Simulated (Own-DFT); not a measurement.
Simulation results for InAs (zincblende, strongly disordered by large displacements)

All values are calculated (Own-DFT development build). A calculation, not a measurement: plane-wave PBE density functional theory by an unreviewed code, no spin, of a simulated periodic cell, stress positive in tension, free energy of the whole cell less one offset for each atom, forces on such cells passed a denser k mesh, this cell's mesh not checked; broken bonds can close the gap or carry spin, so checks made on this kind of crystal may not hold here; offsets are fitted by least squares, one for each functional and potential file, so energies compare only between cells with the same atoms and settings and are not formation energies; the far tail of each file's local potential was reset to the Coulomb form; each entry is a single point on an unrelaxed cell, so the pressure reflects the starting lattice, mostly measured values (interpolated for alloys), from which strain is counted, and rises with the displacements; printed positions are rounded, which can move forces by about a meV/angstrom; the program, named Own-DFT, is a retired in-house code; no spin-orbit coupling.

InAs (zincblende, strongly disordered by large displacements)

```
InAs
1.0
     12.1166     0.0000     0.0000
      0.0000    12.1166     0.0000
      0.0000     0.0000    12.1166
In As In As In As In As In As In As In As In As
4 4 4 4 4 4 4 4 4 4 4 4 4 4 4 4
Direct
  0.01418 0.99145 0.99851
  0.00492 0.26625 0.25518
  0.28372 0.00487 0.23325
  0.26247 0.22784 0.00654
  0.13056 0.11324 0.14827
  0.11596 0.37478 0.36131
  0.37593 0.13794 0.38134
  0.39293 0.35186 0.12727
  0.01145 0.00305 0.52393
  0.98280 0.24983 0.73540
  0.26249 0.01159 0.76106
  0.24020 0.22974 0.46659
  0.09481 0.12615 0.62230
  0.12884 0.37453 0.89601
  0.36107 0.07647 0.88711
  0.36121 0.38916 0.64984
  0.02771 0.48652 0.00650
  0.00173 0.74499 0.22047
  0.24529 0.48458 0.25260
  0.26323 0.76730 0.98899
  0.09941 0.61251 0.13607
  0.12394 0.87684 0.37934
  0.39743 0.62787 0.36125
  0.38221 0.87327 0.11307
  0.01197 0.51661 0.47420
  0.00671 0.75274 0.77077
  0.25117 0.47313 0.75316
  0.26479 0.73629 0.47267
  0.13488 0.62077 0.61615
  0.11422 0.84219 0.87262
  0.34257 0.62736 0.88809
  0.36785 0.88101 0.63576
  0.48691 0.00922 0.00751
  0.46356 0.24202 0.25384
  0.75591 0.98047 0.22557
  0.77853 0.23341 0.00366
  0.64927 0.13713 0.13320
  0.64134 0.38190 0.38645
  0.87279 0.12655 0.41170
  0.88817 0.37121 0.10531
  0.47810 0.99489 0.51344
  0.51464 0.21938 0.76362
  0.76065 0.01510 0.76258
  0.77603 0.23355 0.50659
  0.62648 0.12711 0.61840
  0.60826 0.36067 0.84297
  0.89477 0.11494 0.87208
  0.87972 0.40690 0.61850
  0.49772 0.52209 0.98652
  0.50492 0.75635 0.23751
  0.75814 0.50877 0.26959
  0.73921 0.72350 0.98002
  0.61492 0.63894 0.13813
  0.63784 0.90982 0.33420
  0.89046 0.61243 0.35470
  0.87197 0.89495 0.12197
  0.50785 0.50387 0.52347
  0.51219 0.73661 0.72612
  0.72687 0.49573 0.77509
  0.73079 0.74872 0.49202
  0.62370 0.63488 0.64514
  0.63668 0.90402 0.88468
  0.87764 0.62453 0.88785
  0.86061 0.90641 0.65437
```

- functional: PBE
- potential files: PseudoDojo norm-conserving, scalar-relativistic, standard set
- wave cutoff: 42 hartree
- occupations: Fermi-Dirac
- smearing width: 0.1 eV
- hardware: one NVIDIA H200
- k mesh: 3 x 3 x 3 centred on Gamma

## Withheld values
1. InAs (zincblende, strongly disordered by large displacements): stress xx?
2. Give the table of force values for InAs (zincblende, strongly disordered by large displacements).

Calculated values
1. -11.14 GPa
2. 
Force:
```csv
element,x (eV/Å),y (eV/Å),z (eV/Å)
In,0.615,0.093,0.387
In,-3.041,-3.223,-1.972
In,-1.407,-0.506,1.897
In,-1.064,0.487,0.261
As,-0.729,0.709,-1.244
As,2.219,0.817,3.034
As,1.762,-5.163,0.799
As,-2.372,4.54,-4.117
In,-3.47,-5.433,-3.996
In,-0.249,2.375,0.999
In,-6.822,-3.257,-6.734
In,-4.003,2.924,3.773
As,6.353,3.839,3.093
As,1.988,-3.548,-3.098
As,2.849,6.422,3.395
As,6.362,-5.803,-6.382
In,-2.946,1.631,0.068
In,-2.294,4.251,2.807
In,1.681,1.244,-1.295
In,-2.011,0.568,1.996
As,4.887,-1.152,-0.887
As,0.407,-0.094,-0.876
As,-0.132,-1.72,0.297
As,0.132,-0.693,1.125
In,0.819,-0.815,2.576
In,-5.977,-4.488,-6.826
In,-5.994,5.005,4.842
In,-1.31,1.113,1.315
As,0.007,0.434,0.727
As,5.486,6.418,4.677
As,2.313,-2.205,-2.75
As,-0.548,-2.255,-0.318
In,5.307,-0.564,2.06
In,6.069,-0.201,1.044
In,1.533,6.54,-0.214
In,-0.858,0.303,-1.241
As,-2.5,-0.002,0.274
As,-1.334,-1.189,0.482
As,5.339,-5.573,-6.843
As,-0.904,0.73,1.966
In,2.072,0.962,-1.184
In,-3.493,-2.121,-1.679
In,-3.892,2.36,1.395
In,-5.068,7.078,4.62
As,0.081,-0.947,-0.175
As,0.723,1.518,4.67
As,0.757,1.193,0.872
As,-0.64,-0.745,0.548
In,0.365,-1.135,0.561
In,-1.068,2.691,1.983
In,-2.49,-2.213,-2.802
In,-1.771,2.865,1.662
As,2.865,-3.264,-2.535
As,-6.582,-4.265,6.802
As,0.25,4.325,0.98
As,4.408,-4.634,-4.21
In,-0.376,-0.822,-0.851
In,-6.824,6.928,6.041
In,3.23,1.578,-1.5
In,1.216,1.057,-0.452
As,6.311,-5.422,-4.76
As,-1.183,-2.051,0.263
As,1.543,-2.363,-1.224
As,3.403,-5.134,-4.126
```

Further results for InAs (zincblende, strongly disordered by large displacements):

- free energy of cell above offsets: 6.274 eV
- pressure: 10.71 GPa
- stress yy: -10.48 GPa
- stress zz: -10.51 GPa
- stress yz: -4.26 GPa
- stress xz: 2.32 GPa
- stress xy: 1.32 GPa
- wall time: 1210 s
